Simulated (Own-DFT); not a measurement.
# Point defects and the pressure they add: 2H SiC

The numbers are computed, not measured, by runs of the plane-wave DFT program Own-DFT (in-house, retired, unreviewed) at fixed positions, with no spin and no spin-orbit coupling.

All runs used: PBE; PseudoDojo norm-conserving scalar-relativistic files; cutoff 42 hartree; 4 x 4 x 3 k mesh centred on Gamma; Fermi-Dirac smearing of 0.1 eV.

Known weak points (not all hold for every row): not probed for a lower state with spin; forces on such cells passed a denser k mesh, each cell not checked; stress not checked against mesh or cutoff.

All runs share one cell, with vectors in Å (9.248, 0.000, 0.000); (-4.624, 8.009, 0.000); (0.000, 0.000, 10.068) and a volume of 745.7 Å³. Atoms were moved at random from their sites; u is the rms move along one axis. The defect's site can differ from row to row.

| cell | formula | u (Å) | P (GPa) |
|---|---|---|---|
| no defect | C36Si36 | 0.0292 | 3.76 |
| no defect | C36Si36 | 0.0293 | 3.87 |
| no defect | C36Si36 | 0.0615 | 6.66 |
| two N on a C site each | C34N2Si36 | 0.0309 | ? |
| two N on a C site each | C34N2Si36 | 0.0311 | 3.15 |
| two N on a C site each | C34N2Si36 | 0.0500 | 4.42 |
| two N on a C site each | C34N2Si36 | 0.0513 | 4.42 |
| one Al on a Si site and one N on a C site | AlC35NSi35 | 0.0288 | 3.82 |
| one Al on a Si site and one N on a C site | AlC35NSi35 | 0.0297 | 3.90 |
| one Al on a Si site and one N on a C site | AlC35NSi35 | 0.0492 | 5.20 |
| two Al on a Si site each | Al2C36Si34 | 0.0288 | 5.85 |
| two Al on a Si site each | Al2C36Si34 | 0.0484 | 6.85 |
| two Al on a Si site each | Al2C36Si34 | 0.0489 | 7.10 |
| one C on a Si site | C37Si35 | 0.0310 | 1.75 |
| one C on a Si site | C37Si35 | 0.0485 | 2.73 |
| one C on a Si site | C37Si35 | 0.0545 | 3.86 |

## Working it out

P = P0 + c u² + a shift for each defect gives P0 = 3.10 GPa, c = 908 ± 50 GPa/Å² and a scatter of 0.18 GPa. The shifts, and each times the cell's volume:

- two Al on a Si site each: 1.81 ± 0.15 GPa, 8.4 eV (4.2 eV for each of its 2 sites)
- one Al on a Si site and one N on a C site: -0.04 ± 0.15 GPa, -0.2 eV (not resolved)
- two N on a C site each: -0.96 ± 0.15 GPa, -4.5 eV (-2.2 eV for each of its 2 sites)
- one C on a Si site: -2.22 ± 0.15 GPa, -10.3 eV

Positive is outwards. The product with the volume (160.2 GPa Å³ to the eV) is nearly free of the cell's size; divided by the bulk modulus at the cell's pressure it gives the volume that the defect adds. The atoms around the defects weren't relaxed, which would change these numbers.

## Withheld run

Asked: what pressure belongs in the blank (two N on a C site each, u = 0.0309 Å)?

The fit gives 3.01 ± 0.21 GPa. The run itself gave 2.98 GPa.
